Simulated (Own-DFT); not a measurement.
# Strain and stress in beta-Si3N4, 112 atoms (N64Si48)

No measurement is shown. These are fixed-geometry runs of a retired plane-wave code named Own-DFT, which no person has reviewed; spin and spin-orbit coupling are neglected.

All runs used: PBE; PseudoDojo norm-conserving scalar-relativistic files; cutoff 42 hartree; 2 x 2 x 4 k mesh centred on Gamma; Fermi-Dirac smearing of 0.1 eV.

Caveats: forces on such cells moved up to 12 meV/angstrom on a denser k mesh; stress not checked against mesh or cutoff.

Unstrained cell vectors in Å: (15.212, 0.000, 0.000); (-7.606, 13.174, 0.000); (0.000, 0.000, 5.818). The unstrained cell has measured lattice constants (interpolated for alloys), not those of this functional. That, the random moves and any unrelaxed bonds set the pressure at no strain. The cell is deformed uniformly in each run, and the atoms keep their fractional places. All atoms carry random offsets, Gaussian with a width of 0.05 Å per axis. Stress is counted positive in tension, P = -(s_xx + s_yy + s_zz)/3, and strain components are those of the symmetric tensor.

| run | e_xx (%) | e_yy (%) | e_zz (%) | e_yz (%) | e_xz (%) | e_xy (%) | s_xx (GPa) | s_yy (GPa) | s_zz (GPa) | s_yz (GPa) | s_xz (GPa) | s_xy (GPa) | P (GPa) | E (meV/atom) |
|---|---|---|---|---|---|---|---|---|---|---|---|---|---|---|
| 1 | -0.49 | -1.14 | 0.10 | 1.46 | 1.49 | -1.76 | -12.77 | -12.85 | -10.79 | 5.44 | 4.35 | -6.97 | 12.13 | 33.4 |
| 2 | 1.91 | -1.56 | -1.13 | 0.35 | 1.36 | -1.23 | -0.52 | -13.54 | -18.57 | 2.41 | 3.83 | -3.21 | 10.88 | 48.6 |
| 3 | -1.00 | 0.61 | 0.76 | 0.46 | -0.72 | 0.02 | -9.56 | -2.73 | -6.66 | 0.55 | -2.72 | -1.67 | 6.32 | 0.0 |
| 4 | -1.00 | 0.88 | -1.08 | 0.77 | 1.92 | 1.17 | -15.44 | -6.59 | -16.89 | 0.22 | 7.65 | 3.57 | 12.97 | 71.9 |
| 5 | -0.69 | -1.14 | 1.74 | -1.14 | 0.63 | -1.02 | -10.57 | -13.02 | -0.87 | -3.16 | 1.36 | -2.59 | 8.15 | 34.1 |
| 6 | 1.30 | -0.94 | 1.72 | -1.41 | 1.59 | -0.90 | -1.59 | -8.99 | -0.23 | -4.61 | 5.18 | -4.98 | 3.60 | 56.7 |
| 7 | 0.90 | -1.18 | -1.01 | 0.41 | 0.42 | 0.69 | -4.44 | -12.75 | -18.90 | -0.60 | 2.55 | 1.64 | 12.03 | 41.4 |
| 8 | -1.89 | 0.36 | -0.50 | 0.27 | 1.70 | 1.08 | -16.99 | -8.28 | -16.76 | 0.41 | 4.56 | 4.29 | 14.01 | 47.9 |
| 9 | 0.51 | 0.78 | 0.65 | -1.77 | 0.08 | 1.66 | -2.80 | -4.70 | -3.17 | -5.07 | 0.08 | 7.04 | 3.56 | 36.5 |
| 10 | 1.85 | -0.70 | 0.67 | 1.10 | -0.53 | -0.36 | 3.17 | -8.27 | -6.30 | 2.94 | -3.67 | -0.58 | 3.80 | 30.2 |
| 11 | 0.91 | -1.33 | 1.76 | -1.81 | -1.24 | -0.32 | -4.78 | -11.37 | 0.38 | -4.75 | -4.86 | -3.36 | 5.25 | 45.3 |
| 12 | 0.33 | -1.32 | -1.46 | 0.79 | -1.55 | -0.09 | -8.28 | -13.96 | -26.77 | 2.03 | -4.32 | 1.10 | 16.34 | 99.3 |
| 13 | -0.28 | 0.03 | -0.01 | -0.58 | 0.68 | -1.72 | -10.88 | -7.48 | -9.64 | -0.02 | 3.14 | -6.44 | 9.34 | 46.1 |
| 14 | 1.56 | 1.83 | -1.16 | 0.93 | -0.94 | -1.01 | 1.18 | 2.87 | -14.29 | 1.12 | -2.62 | -3.64 | 3.42 | 36.7 |
| 15 | 1.86 | 1.09 | 1.61 | -1.88 | -0.44 | 0.49 | 3.90 | 2.81 | 1.24 | -5.75 | -0.94 | 2.51 | -2.65 | 26.3 |
| 16 | -1.86 | -1.06 | 1.20 | 1.65 | 1.76 | 1.80 | -16.52 | -15.47 | -5.17 | 5.82 | 5.08 | 6.30 | 12.39 | 45.7 |
| 17 | -1.39 | -1.24 | 1.34 | 1.78 | -1.27 | -0.66 | -18.10 | -12.26 | -6.43 | 6.99 | -3.98 | -4.33 | 12.26 | 65.0 |
| 18 | 0.39 | 1.70 | -1.75 | 0.54 | -0.13 | 0.37 | ? | ? | ? | ? | ? | ? | ? | ? |

E is the free energy for each atom above the lowest run shown.

## What the rows give

Regress every stress component on the fractional strains (shears doubled) of the visible runs, with a constant. Shear strains stay in the fit of a normal stress only where such slopes are resolved. The slopes, in GPa:

| stress | at no strain | per e_xx | per e_yy | per e_zz | scatter |
|---|---|---|---|---|---|
| s_xx | -8.0 | 528 ± 30 | 117 ± 38 | 78 ± 34 | 1.58 |
| s_yy | -7.3 | 127 ± 24 | 487 ± 30 | 86 ± 28 | 1.28 |
| s_zz | -11.0 | 81 ± 32 | 164 ± 40 | 690 ± 37 | 1.70 |

The slope of each shear stress on twice its own strain, from a fit on all six strains: yz 146 ± 15, xz 159 ± 10, xy 189 ± 16 GPa. These are stiffnesses along x, y and z of the frame in which the cell vectors are given, with the crystal's c axis along z: C11, C12, C13 and C33. Hexagonal symmetry asks that xx and yy behave alike, which is a second check on the noise. The atoms are held to the strained lattice; where symmetry lets them move under strain, relaxing them would lower some slopes. Slopes across the diagonal should nearly agree, so their difference gauges the noise. A ninth of the table's sum, 262 ± 9 GPa, estimates the bulk modulus near the mean pressure of these runs, 8.5 GPa, so it lies above the value at zero pressure.

## The run left out

Question: what normal stresses and pressure should run 18 give?

Estimate: s_xx = -5.3, s_yy = -0.1, s_zz = -20.0 and P = 8.5 GPa. DFT gave -4.21, 0.79, -19.69 and P = 7.70 GPa.
